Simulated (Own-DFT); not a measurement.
# Computed records: Si$_{12}$O$_{23}$ (quartz with two neutral oxygen vacancies, atoms displaced)

All values are calculated (Own-DFT development build). A calculation, not a measurement: plane-wave PBE and HSE06 DFT by an unreviewed code, no spin, of a simulated cell at Gamma alone, so results move with cell size and shape, stress positive in tension, energies less offsets, not probed for a lower state with spin; oxygen file: force components 24 meV/angstrom off all-electron in a glass; k mesh not checked against a denser one; forces and stress are PBE's, HSE06 gives the energy alone, and its difference from PBE has offsets of its own; offsets are fitted by least squares, one for each functional and potential file, so energies compare only between cells with the same atoms and settings and are not formation energies; the far tail of each file's local potential was reset to the Coulomb form; each entry is a single point on an unrelaxed cell, so the pressure reflects the starting lattice, mostly measured values (interpolated for alloys), from which strain is counted, and rises with the displacements; printed positions are rounded, which can move forces by about a meV/angstrom; the program, named Own-DFT, is a retired in-house code; no spin-orbit coupling.

Common to all runs: first functional PBE; second functional HSE06; exact exchange share 0.25; screening 0.11 1/bohr; exchange divergence Gygi-Baldereschi; potential files PseudoDojo norm-conserving, scalar-relativistic, made for PBE, standard set; wave cutoff 48 hartree; occupations fixed; k mesh 1 x 1 x 1 centred on Gamma.

(1) Si$_{12}$O$_{23}$ (quartz with two neutral oxygen vacancies, atoms displaced)

```
Si12O23
1.0
      9.8268     0.0000     0.0000
     -4.9134     8.5103     0.0000
      0.0000     0.0000    10.8104
Si O Si O Si O Si O Si O Si O Si O Si O
3 5 3 6 3 5 3 6 3 6 3 6 3 6 3 6
Direct
  0.23770 0.99786 0.00369
  0.99607 0.23194 0.33835
  0.26518 0.26302 0.16371
  0.42930 0.29814 0.22543
  0.36016 0.07268 0.39297
  0.06567 0.36515 0.44101
  0.13004 0.20416 0.27336
  0.28999 0.42426 0.10345
  0.23370 0.00120 0.49882
  0.00101 0.23287 0.83447
  0.26225 0.26222 0.66572
  0.20157 0.13304 0.55349
  0.41520 0.28896 0.72325
  0.36732 0.07388 0.89185
  0.07735 0.36876 0.93954
  0.13105 0.19948 0.77355
  0.29360 0.42431 0.60981
  0.24383 0.51001 0.99875
  0.99506 0.73229 0.33286
  0.26113 0.76315 0.16813
  0.20549 0.63216 0.06208
  0.42606 0.79095 0.22377
  0.37383 0.58293 0.39147
  0.07548 0.86758 0.44457
  0.13224 0.70673 0.27156
  0.23870 0.50158 0.49738
  0.99690 0.73484 0.83760
  0.26453 0.76909 0.67105
  0.21644 0.63946 0.55889
  0.42201 0.78910 0.72402
  0.36760 0.57527 0.89456
  0.06457 0.86161 0.93933
  0.13997 0.71166 0.77744
  0.28891 0.92603 0.60867
  0.73536 0.99874 0.00033
  0.50492 0.23483 0.33474
  0.76070 0.26476 0.16617
  0.70955 0.13323 0.05965
  0.92657 0.29276 0.22926
  0.86738 0.07451 0.39199
  0.56548 0.36327 0.43748
  0.63155 0.20475 0.27161
  0.79520 0.43236 0.10510
  0.73465 0.00161 0.50171
  0.50088 0.23516 0.83224
  0.76918 0.26941 0.67138
  0.70674 0.13707 0.55785
  0.92393 0.28817 0.72652
  0.86833 0.07028 0.89047
  0.57326 0.36645 0.94311
  0.63595 0.20576 0.77338
  0.79146 0.42451 0.60645
  0.73727 0.50132 0.99933
  0.50016 0.73155 0.33446
  0.76640 0.76863 0.16809
  0.70406 0.62992 0.05798
  0.92435 0.79012 0.22757
  0.87001 0.57291 0.38999
  0.57046 0.86064 0.44137
  0.64299 0.71059 0.27666
  0.79917 0.93527 0.10628
  0.73233 0.49782 0.50264
  0.49713 0.73241 0.83334
  0.75772 0.76292 0.66660
  0.70808 0.63019 0.55439
  0.92473 0.79369 0.72575
  0.86632 0.57061 0.88563
  0.57634 0.86879 0.94168
  0.63485 0.71064 0.77491
  0.79563 0.92352 0.61063
```

```
PBE energy of cell above offsets : -21.448 eV
HSE06 less PBE above offsets     : 0.054 eV
PBE pressure                     : 6.81 GPa
PBE stress xx                    : -6.99 GPa
PBE stress yy                    : -7.6 GPa
PBE stress zz                    : -5.85 GPa
PBE stress yz                    : 1.79 GPa
PBE stress xz                    : 1.56 GPa
PBE stress xy                    : -1.51 GPa
```

Force:
```tsv
element	x (eV/Å)	y (eV/Å)	z (eV/Å)
Si	-0.504	-0.556	2.504
Si	1.14	1.716	-2.753
Si	0.082	-2.026	-0.556
O	1.021	-0.155	0.677
O	1.84	1.014	-1.648
O	1.299	2.022	1.49
O	0.536	0.119	-0.273
O	0.715	0.242	0.44
Si	0.302	-0.208	1.444
Si	0.341	0.726	0.147
Si	-2.644	-1.847	-1.525
O	-0.589	1.034	0.867
O	5.204	0.372	2.659
O	-0.057	-0.646	0.018
O	0.061	0.27	-0.16
O	-0.157	-0.052	0.097
O	-1.05	1.78	-1.604
Si	-2.315	-3.263	1.241
Si	1.842	2.183	1.151
Si	-0.051	2.92	-2.174
O	-0.472	-0.221	-0.629
O	0.9	0.112	0.495
O	-1.756	-5.332	2.118
O	-1.526	-2.574	-1.981
O	-1.144	-0.544	1.492
Si	-0.867	-0.596	1.067
Si	0.833	0.024	-3.935
Si	-0.249	-0.822	-2.319
O	-0.319	-0.335	-0.093
O	2.519	0.467	1.441
O	1.364	0.1	-1.488
O	0.665	3.022	2.677
O	-1.94	-0.714	1.618
O	-0.042	1.205	-0.195
Si	0.576	1.415	-1.1
Si	-3.323	-1.395	-1.398
Si	2.535	1.167	-0.538
O	-0.865	0.592	-0.024
O	-1.443	0.113	-0.797
O	-1.236	-3.065	1.759
O	1.142	2.306	2.223
O	0.466	-0.668	0.329
O	1.342	-1.432	1.567
Si	0.428	-1.029	0.006
Si	-0.845	0.794	-0.346
Si	-0.406	-1.379	-2.175
O	-0.039	0.209	0.493
O	1.648	0.624	0.533
O	-0.602	-0.742	0.719
O	-0.429	-0.827	-1.108
O	-1.336	-0.252	1.059
O	0.13	0.621	0.287
Si	-0.117	0.32	-1.459
Si	1.433	4.076	-3.029
Si	0.326	-0.173	-2.263
O	-0.813	2.073	1.09
O	0.027	0.879	-0.863
O	-1.553	-2.698	1.955
O	0.569	1.703	1.101
O	-1.654	-0.481	0.973
O	1.301	-1.628	1.593
Si	1.335	-1.305	-3.059
Si	-0.09	2.363	-0.34
Si	3.276	-1.305	-0.3
O	-2.122	2.42	1.857
O	-0.03	-0.496	0.097
O	-0.938	-2.107	1.354
O	-1.16	-1.729	-1.115
O	-0.691	-1.116	0.758
O	-1.824	2.713	-2.152
```

(2) Si$_{12}$O$_{23}$ (quartz with two neutral oxygen vacancies, atoms displaced)

```
Si12O23
1.0
      9.8268     0.0000     0.0000
     -4.9134     8.5103     0.0000
      0.0000     0.0000    10.8104
Si O Si O Si O Si O Si O Si O Si O Si O
3 6 3 6 3 6 3 6 3 6 3 5 3 6 3 5
Direct
  0.23101 0.99871 0.00036
  0.99945 0.23559 0.32922
  0.25650 0.26251 0.16187
  0.20612 0.12691 0.05817
  0.42386 0.29054 0.23099
  0.36119 0.06291 0.39416
  0.07867 0.36767 0.44163
  0.12947 0.20533 0.27781
  0.29290 0.42516 0.11138
  0.23454 0.99752 0.49709
  0.99868 0.23241 0.83128
  0.26892 0.26356 0.66387
  0.20452 0.13693 0.55825
  0.42279 0.28690 0.72787
  0.36533 0.07368 0.89150
  0.07315 0.36825 0.93928
  0.13910 0.20304 0.77473
  0.29464 0.42651 0.60310
  0.23267 0.49697 0.99982
  0.00111 0.73860 0.33660
  0.26867 0.76306 0.16456
  0.21184 0.63780 0.06050
  0.43006 0.79555 0.22541
  0.37051 0.57702 0.39374
  0.07824 0.86898 0.44429
  0.13416 0.70708 0.27347
  0.29717 0.93145 0.10140
  0.23670 0.49811 0.50164
  0.99419 0.72516 0.83936
  0.27023 0.77006 0.66421
  0.20696 0.63564 0.55502
  0.42600 0.79703 0.72976
  0.35824 0.56940 0.89808
  0.07820 0.87248 0.93730
  0.13997 0.71180 0.77273
  0.29260 0.93269 0.60892
  0.73597 0.00204 0.99762
  0.50328 0.23594 0.33391
  0.76896 0.26560 0.16743
  0.70731 0.12860 0.05920
  0.92829 0.29818 0.22557
  0.87200 0.07214 0.39321
  0.57752 0.36765 0.43730
  0.63591 0.20804 0.27244
  0.79558 0.42295 0.10432
  0.72691 0.99692 0.49866
  0.50054 0.23531 0.83042
  0.76921 0.26749 0.66951
  0.70774 0.13170 0.55813
  0.92823 0.29200 0.73176
  0.87015 0.07545 0.89134
  0.57422 0.36432 0.93975
  0.63248 0.20984 0.77081
  0.73949 0.50379 0.00043
  0.49801 0.72881 0.33286
  0.76187 0.76668 0.16904
  0.70273 0.63085 0.06318
  0.92789 0.79498 0.22579
  0.86813 0.57368 0.38941
  0.57425 0.86641 0.43602
  0.63334 0.70605 0.27136
  0.79145 0.92442 0.10583
  0.73414 0.49842 0.50360
  0.50318 0.73758 0.83656
  0.76821 0.77067 0.66620
  0.92757 0.79721 0.72232
  0.86635 0.57362 0.88891
  0.58008 0.86979 0.94083
  0.63388 0.69639 0.77149
  0.79507 0.92934 0.60725
```

```
PBE energy of cell above offsets : -20.676 eV
HSE06 less PBE above offsets     : 0.015 eV
PBE pressure                     : 7.67 GPa
PBE stress xx                    : -8.13 GPa
PBE stress yy                    : -8.06 GPa
PBE stress zz                    : -6.8 GPa
PBE stress yz                    : 0.1 GPa
PBE stress xz                    : -0.74 GPa
PBE stress xy                    : -1.99 GPa
```

Force:
```tsv
element	x (eV/Å)	y (eV/Å)	z (eV/Å)
Si	3.358	0.086	-1.924
Si	-1.075	0.258	3.076
Si	2.658	-2.066	2.937
O	-2.728	3.097	1.727
O	-1.736	-0.002	-1.354
O	2.378	2.755	-2.526
O	-1.19	-1.297	-1.277
O	2.68	-0.197	-2.33
O	-1.137	1.897	-1.359
Si	-0.528	2.725	3.041
Si	3.829	0.733	1.062
Si	-1.688	0.326	0.619
O	0.85	-1.774	-1.779
O	0.368	1.334	-1.104
O	0.106	-0.037	0.04
O	-0.691	-1.036	-0.144
O	-1.541	0.403	0.524
O	1.5	-0.469	1.939
Si	-1.09	-0.015	2.405
Si	0.745	0.017	-1.231
Si	-2.032	2.876	1.532
O	0.048	-2.214	-1.778
O	0.776	-0.032	0.246
O	-0.626	-2.423	0.993
O	-2.436	-2.57	-1.298
O	0.211	0.294	-0.236
O	1.523	-1.99	1.991
Si	-0.915	1.501	-1.227
Si	2.626	7.176	-4.756
Si	-1.591	-0.527	-0.448
O	0.18	0.543	0.603
O	2.07	0.051	0.71
O	2.983	2.852	-3.053
O	-2.099	-3.096	-1.216
O	-1.535	-0.712	1.025
O	0.907	-0.393	0.659
Si	2.483	0.11	0.775
Si	-1.173	-2.331	-0.206
Si	-1.493	-1.278	-1.209
O	-1.211	2.09	1.294
O	1.318	0.455	0.162
O	-1.234	-0.575	0.509
O	-0.869	-0.101	0.533
O	0.251	-0.452	0.241
O	-0.283	1.36	-0.685
Si	3.287	1.179	-0.634
Si	-0.588	-0.933	2.115
Si	-1.569	1.672	-3.314
O	-1.067	1.174	1.146
O	-1.137	0.964	-1.888
O	-0.544	-1.783	0.778
O	0.428	1.221	0.537
O	1.263	-0.757	0.163
Si	-1.409	-1.931	0.412
Si	-0.075	2.485	-1.224
Si	2.389	-0.041	-0.974
O	0.331	-0.15	-0.553
O	-0.228	0.214	0.115
O	-0.683	-1.039	1.037
O	-0.979	-1.03	-0.221
O	-0.83	-0.902	1.544
O	-0.196	1.105	-0.523
Si	1.475	1.551	2.542
Si	-0.164	-2.083	-1.119
Si	0.668	-2.808	-1.593
O	2.474	-0.47	2.195
O	-1.515	-4.359	2.144
O	-1.363	-1.628	-0.892
O	-2.158	0.15	1.288
O	-0.759	0.845	-0.583
```

(3) Si$_{12}$O$_{23}$ (quartz with two neutral oxygen vacancies, atoms displaced)

```
Si12O23
1.0
      9.8268     0.0000     0.0000
     -4.9134     8.5103     0.0000
      0.0000     0.0000    10.8104
Si O Si O Si O Si O Si O Si O Si O Si O
3 6 3 6 3 6 3 6 3 5 3 6 3 6 3 5
Direct
  0.23297 0.99704 0.99851
  0.00082 0.23886 0.32949
  0.26837 0.26214 0.16793
  0.20713 0.13072 0.05600
  0.42996 0.29131 0.22249
  0.36370 0.07486 0.39367
  0.07586 0.36698 0.44811
  0.13491 0.20750 0.27429
  0.29214 0.42337 0.10171
  0.23260 0.99946 0.49893
  0.00580 0.23951 0.83568
  0.26929 0.26380 0.66591
  0.20585 0.13118 0.55966
  0.42305 0.29248 0.72176
  0.36620 0.07497 0.89455
  0.07399 0.37041 0.94067
  0.13613 0.21050 0.77441
  0.29236 0.42328 0.60441
  0.23400 0.50251 0.99879
  0.00345 0.73627 0.33886
  0.26041 0.76149 0.16538
  0.20365 0.62971 0.05946
  0.42466 0.79094 0.22532
  0.36430 0.57426 0.39383
  0.07016 0.86224 0.43452
  0.12237 0.70015 0.27433
  0.29577 0.93007 0.10568
  0.24070 0.50570 0.50006
  0.00345 0.73648 0.82966
  0.25954 0.76466 0.66536
  0.20552 0.62501 0.56235
  0.43397 0.79907 0.72662
  0.36550 0.57133 0.88921
  0.06904 0.86154 0.94775
  0.13012 0.70230 0.77491
  0.28952 0.92614 0.60491
  0.73343 0.99814 0.99285
  0.49812 0.23401 0.33431
  0.76578 0.26562 0.16509
  0.92781 0.29485 0.22457
  0.86795 0.07719 0.39294
  0.56981 0.36618 0.43740
  0.63593 0.20977 0.27471
  0.79108 0.42762 0.10594
  0.72750 0.99813 0.49806
  0.49778 0.23225 0.83106
  0.76874 0.26195 0.66579
  0.70790 0.13253 0.56163
  0.93345 0.29139 0.72332
  0.86973 0.07841 0.89398
  0.57974 0.36918 0.93813
  0.63443 0.20616 0.77848
  0.78643 0.42461 0.60805
  0.73365 0.50142 0.99856
  0.50034 0.73780 0.33526
  0.75722 0.76580 0.16249
  0.70324 0.62986 0.05713
  0.92262 0.78963 0.22675
  0.86775 0.57346 0.39444
  0.57618 0.86542 0.44585
  0.63251 0.71030 0.27523
  0.79399 0.93026 0.10682
  0.73946 0.50528 0.50077
  0.49948 0.73724 0.83809
  0.76555 0.76469 0.66526
  0.69859 0.62826 0.55793
  0.92243 0.79276 0.72379
  0.87488 0.57947 0.89676
  0.63473 0.71215 0.77217
  0.79346 0.92258 0.60340
```

```
PBE energy of cell above offsets : -21.572 eV
HSE06 less PBE above offsets     : 0.019 eV
PBE pressure                     : 7.33 GPa
PBE stress xx                    : -8.47 GPa
PBE stress yy                    : -7.43 GPa
PBE stress zz                    : -6.07 GPa
PBE stress yz                    : -0.36 GPa
PBE stress xz                    : 0.88 GPa
PBE stress xy                    : 0.41 GPa
```

Force:
```tsv
element	x (eV/Å)	y (eV/Å)	z (eV/Å)
Si	-0.11	0.266	0.435
Si	0.649	0.222	2.846
Si	-1.643	0.121	-1.797
O	-0.873	1.321	1.157
O	0.428	0.236	0.095
O	0.27	-0.859	-0.337
O	-0.731	-1.23	-2.006
O	0.513	-0.061	-0.184
O	0.436	-0.205	0.672
Si	-0.943	-0.256	-0.744
Si	-0.229	-0.336	-0.757
Si	-4.374	0.136	-1.232
O	-0.599	-0.128	-0.047
O	4.446	0.257	2.312
O	0.261	-0.557	-0.758
O	-0.81	-0.195	-0.019
O	1.195	-0.34	-0.193
O	0.619	0.352	0.362
Si	1.857	-1.215	-0.09
Si	-3.796	-2.87	-4.831
Si	-0.808	0.871	1.012
O	-1.031	1.241	0.416
O	-0.356	0.243	0.081
O	1.365	1.165	-1.628
O	0.73	4.69	4.679
O	3.868	-0.017	-2.118
O	0.993	-1.326	1.082
Si	0.561	-3.896	0.337
Si	-2.794	0.66	2.022
Si	2.864	-0.564	0.589
O	-2.393	3.477	1.921
O	-2.52	0.039	-1.025
O	-0.44	-0.541	0.588
O	-0.304	-0.801	-1.777
O	1.863	0.036	-1.1
O	0.465	-0.437	0.596
Si	-3.043	-0.382	1.447
Si	0.872	0.611	-0.672
Si	-0.196	-1.86	-1.854
O	0.198	0.944	-0.42
O	-0.701	-0.555	0.221
O	0.665	1.479	1.267
O	0.037	-0.552	0.299
O	0.425	-0.017	0.343
Si	4.905	2.373	1.331
Si	-0.084	1.639	0.332
Si	-1.007	1.436	1.643
O	-0.938	-0.241	-0.507
O	-0.981	0.365	-0.398
O	0.928	0.083	-0.893
O	-1.629	-1.867	-1.42
O	1.45	-0.098	-1.331
O	1.047	-0.674	0.897
Si	2.025	0.396	-0.295
Si	-0.402	-0.544	-0.215
Si	2.925	-0.731	1.322
O	-1.567	1.618	0.876
O	-0.597	-0.186	-0.026
O	0.355	-0.435	0.049
O	-2.924	-2.835	-1.839
O	0.253	-0.334	-0.239
O	-0.229	0.383	-0.523
Si	-1.32	-2.442	-0.988
Si	1.721	2.386	0.398
Si	-2.152	-0.894	-0.777
O	-0.526	1.205	0.78
O	3.021	0.25	1.182
O	-0.426	-0.901	-0.094
O	0.01	-0.623	0.481
O	-0.744	1.499	-0.939
```

(4) Si$_{12}$O$_{23}$ (quartz with two neutral oxygen vacancies, atoms displaced)

```
Si12O23
1.0
      9.8268     0.0000     0.0000
     -4.9134     8.5103     0.0000
      0.0000     0.0000    10.8104
Si O Si O Si O Si O Si O Si O Si O Si O
3 6 3 6 3 6 3 6 3 6 3 4 3 6 3 6
Direct
  0.23382 0.00503 0.99868
  0.99626 0.23734 0.33051
  0.25887 0.26014 0.16744
  0.20932 0.13514 0.05659
  0.43146 0.29440 0.22699
  0.36785 0.08175 0.39145
  0.06688 0.36562 0.44066
  0.13199 0.21264 0.27215
  0.29431 0.42545 0.11398
  0.23382 0.99958 0.50067
  0.99558 0.23006 0.83186
  0.26751 0.26595 0.66459
  0.20760 0.13149 0.56171
  0.42561 0.29648 0.72735
  0.36171 0.07223 0.89205
  0.07043 0.36488 0.93881
  0.13440 0.20823 0.77945
  0.29459 0.42215 0.60954
  0.23519 0.49867 0.00860
  0.99850 0.72933 0.33460
  0.26899 0.76740 0.16747
  0.20351 0.63416 0.06396
  0.42613 0.79143 0.22462
  0.36510 0.57333 0.39152
  0.07734 0.87116 0.43582
  0.13887 0.71066 0.26869
  0.29951 0.92913 0.11185
  0.23339 0.49774 0.49945
  0.00776 0.73693 0.83767
  0.26578 0.76883 0.66942
  0.21501 0.64041 0.55652
  0.43036 0.79868 0.72818
  0.37242 0.57155 0.89809
  0.07271 0.86385 0.93651
  0.14029 0.71009 0.77371
  0.29439 0.93222 0.60546
  0.73388 0.00223 0.99651
  0.50221 0.24392 0.33441
  0.76381 0.25974 0.16114
  0.70501 0.13471 0.05673
  0.92894 0.29886 0.22495
  0.86374 0.07073 0.39542
  0.57300 0.36983 0.44306
  0.62724 0.20406 0.27385
  0.79361 0.43071 0.10680
  0.73740 0.00249 0.50401
  0.50172 0.23363 0.84127
  0.75968 0.26314 0.67363
  0.71241 0.13601 0.55642
  0.86717 0.07615 0.89593
  0.57723 0.36740 0.94259
  0.63969 0.21058 0.77383
  0.73464 0.50317 0.99751
  0.49843 0.73822 0.33390
  0.77081 0.77440 0.16645
  0.70762 0.63044 0.05707
  0.92910 0.79418 0.23011
  0.86476 0.58070 0.39602
  0.56989 0.86408 0.43804
  0.63219 0.70668 0.27488
  0.79097 0.92436 0.10253
  0.74384 0.50264 0.50268
  0.50329 0.74050 0.83076
  0.76972 0.76841 0.67073
  0.70573 0.62957 0.55715
  0.92429 0.78991 0.72687
  0.86219 0.56791 0.88724
  0.57392 0.86770 0.94293
  0.63864 0.71043 0.77292
  0.80057 0.92924 0.60583
```

```
PBE energy of cell above offsets : -20.450 eV
HSE06 less PBE above offsets     : 0.046 eV
PBE pressure                     : 7.55 GPa
PBE stress xx                    : -6.72 GPa
PBE stress yy                    : -8.22 GPa
PBE stress zz                    : -7.71 GPa
PBE stress yz                    : -0.43 GPa
PBE stress xz                    : 2.7 GPa
PBE stress xy                    : 0.11 GPa
```

Force:
```tsv
element	x (eV/Å)	y (eV/Å)	z (eV/Å)
Si	2.188	-3.439	1.626
Si	-0.074	-1.346	1.878
Si	2.989	1.101	0.882
O	-1.643	1.061	0.668
O	-3.411	0.495	-2.655
O	-0.699	-1.354	1.059
O	0.25	0.51	0.486
O	-0.127	-1.107	0.71
O	-0.319	0.744	-0.443
Si	0.74	1.375	-2.26
Si	-1.723	2.838	-2.008
Si	-0.459	-2.336	2.174
O	-1.107	0.368	0.057
O	2.743	-0.512	2.075
O	0.809	-0.264	-0.54
O	0.482	1.109	1.176
O	1.566	-0.268	-1.468
O	-2.019	3.108	-2.186
Si	-0.434	0.22	-2.48
Si	1.853	2.929	-1.207
Si	-0.194	0.258	-0.7
O	0.414	-1.262	-1.327
O	1.155	0.592	0.007
O	-0.214	-0.775	0.213
O	-0.576	-1.116	-0.102
O	-2.389	-1.168	2.614
O	-1.904	2.251	-2.567
Si	0.63	0.149	0.283
Si	-2.237	-3.452	-3.344
Si	1.533	0.731	-2.899
O	-0.361	0.031	0.738
O	-0.733	0.571	-0.953
O	-0.356	0.833	-0.005
O	0.295	3.102	3.192
O	-1.208	-0.833	1.582
O	1.445	-1.444	1.897
Si	0.347	-0.437	1.192
Si	1.185	-1.232	0.992
Si	-2.466	3.071	2.966
O	-0.136	-1.26	-1.326
O	-0.705	-0.036	-0.985
O	1.105	1.275	-1.783
O	0.436	0.978	0.577
O	2.409	0.306	-1.559
O	0.737	-1.119	0.345
Si	-0.433	-2.3	-1.648
Si	-1.087	1.146	-3.3
Si	5.487	3.472	-5.217
O	-1.581	1.436	1.617
O	0.248	-1.802	0.06
O	-1.304	-1.351	-0.317
O	-4.85	-2.235	4.872
Si	2.469	-0.509	0.778
Si	1.068	-1.554	-0.854
Si	0.079	-4.242	1.184
O	-1.698	3.38	1.972
O	-0.771	0.41	-1.151
O	1.322	-1.281	-1.136
O	0.685	2.486	2.515
O	0.903	0.467	-1.029
O	-0.409	2.223	-0.597
Si	-0.87	-3.849	2.734
Si	0.627	-2.314	2.14
Si	-0.571	-1.343	-3.396
O	-0.887	2.338	2.18
O	3.171	0.35	1.527
O	0.98	1.008	-0.572
O	-0.923	-0.693	-0.839
O	-1.53	-0.361	1.308
O	0.063	-0.129	0.573
```
